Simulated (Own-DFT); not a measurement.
# Device materials side by side: how hard are they to compress?

Everything here is calculated. The program is Own-DFT (plane waves, in-house, since retired, never reviewed by a person); positions were held fixed, and spin and spin-orbit coupling were off.

Keep in mind (not all hold for every row): forces on such cells moved up to 12 meV/angstrom on a denser k mesh; forces not confirmed at this smearing and k mesh; k mesh not checked against a denser one; forces on such cells passed a denser k mesh, each cell not checked; stress not checked against mesh or cutoff.

All runs are PBE with PseudoDojo norm-conserving files; cutoff and k mesh are each material's own. Every cell starts from measured lattice constants and was given uniform random strains and small random moves of its atoms. Each triple is the change of volume in per cent, the rms move u in Å and the pressure in GPa.

- 4H SiC (C36Si36), 10.36 Å³/atom unstrained: (-3.19, 0.050, 13.59); (-2.09, 0.052, 10.64); (-1.88, 0.047, 9.72); (-1.06, 0.048, 7.88); (-0.66, 0.052, 7.44); (-0.48, 0.054, 7.21); (3.09, 0.048, -1.41)
- wurtzite AlN (Al36N36), 10.45 Å³/atom unstrained: withheld
- wurtzite GaN (Ga36N36), 11.42 Å³/atom unstrained: (-3.29, 0.051, 14.66); (-2.51, 0.050, 12.78); (-1.02, 0.051, 9.65); (-0.10, 0.053, 8.52); (1.00, 0.048, 5.50); (2.56, 0.051, 3.08); (3.26, 0.049, 1.52)
- diamond silicon (Si64), 20.02 Å³/atom unstrained: (-2.82, 0.054, 5.91); (-1.64, 0.045, 4.35); (-1.12, 0.050, 3.69); (1.12, 0.051, 1.90); (1.59, 0.050, 1.23); (1.91, 0.053, 0.83); (3.12, 0.046, 0.01)
- zincblende GaAs (As32Ga32), 22.58 Å³/atom unstrained: (-3.44, 0.045, 7.15); (-1.53, 0.052, 5.42); (-0.32, 0.053, 4.32); (0.08, 0.046, 4.09); (0.80, 0.051, 3.61); (1.60, 0.054, 2.98); (3.96, 0.049, 1.48)
- grey tin (Sn64), 34.15 Å³/atom unstrained: (-2.86, 0.047, 5.25); (-1.24, 0.054, 4.46); (0.00, 0.046, 3.59); (0.26, 0.049, 3.54); (0.49, 0.051, 3.52); (1.83, 0.046, 2.77); (1.97, 0.045, 2.71)

## Working it out

Fit a line to each set against the fractional change of volume; B is minus its slope, and u is nearly the same within a set. To take it to zero pressure, assume that B rises by 4 GPa for each GPa: B0 = B - 4 x (mean pressure). The bond length of an ideal tetrahedral crystal with the unstrained volume v is d = (√3/4)(8 v)^(1/3). Cohen's empirical rule reads B0 = (1971 - 220 L) d^(-3.5) GPa, with L = 0 for group IV crystals and SiC and 1 for III-V compounds.

| material | L | d (Å) | B (GPa) | mean P (GPa) | B0 (GPa) | rule (GPa) |
|---|---|---|---|---|---|---|
| 4H SiC (C36Si36) | 0 | 1.888 | 234 ± 7 | 7.9 | 202 ± 7 | 213 |
| wurtzite AlN (Al36N36) | 1 | 1.893 | ? | ? | ? | 188 |
| wurtzite GaN (Ga36N36) | 1 | 1.950 | 198 ± 6 | 8.0 | 166 ± 6 | 169 |
| diamond silicon (Si64) | 0 | 2.352 | 98 ± 4 | 2.6 | 87 ± 4 | 99 |
| zincblende GaAs (As32Ga32) | 1 | 2.448 | 76 ± 3 | 4.1 | 60 ± 3 | 76 |
| grey tin (Sn64) | 0 | 2.810 | 53 ± 2 | 3.7 | 38 ± 2 | 53 |

A line through ln[B0/(1971 - 220 L)] against ln d has a slope of -4.2 ± 0.1 and a scatter of 5 %. Against the rule, B0 stands at 95 % for 4H SiC, 98 % for wurtzite GaN, 89 % for diamond silicon, 78 % for zincblende GaAs, 72 % for grey tin. PBE tends to make silicon and heavier crystals too soft, and the rule itself is only a guide.

## Prediction

The question: what B0 does the fitted trend give for wurtzite AlN (Al36N36)?

The line gives 184 GPa. Its own runs give B = 212 ± 10 GPa at a mean pressure of 5.3 GPa, so B0 = 191 GPa.
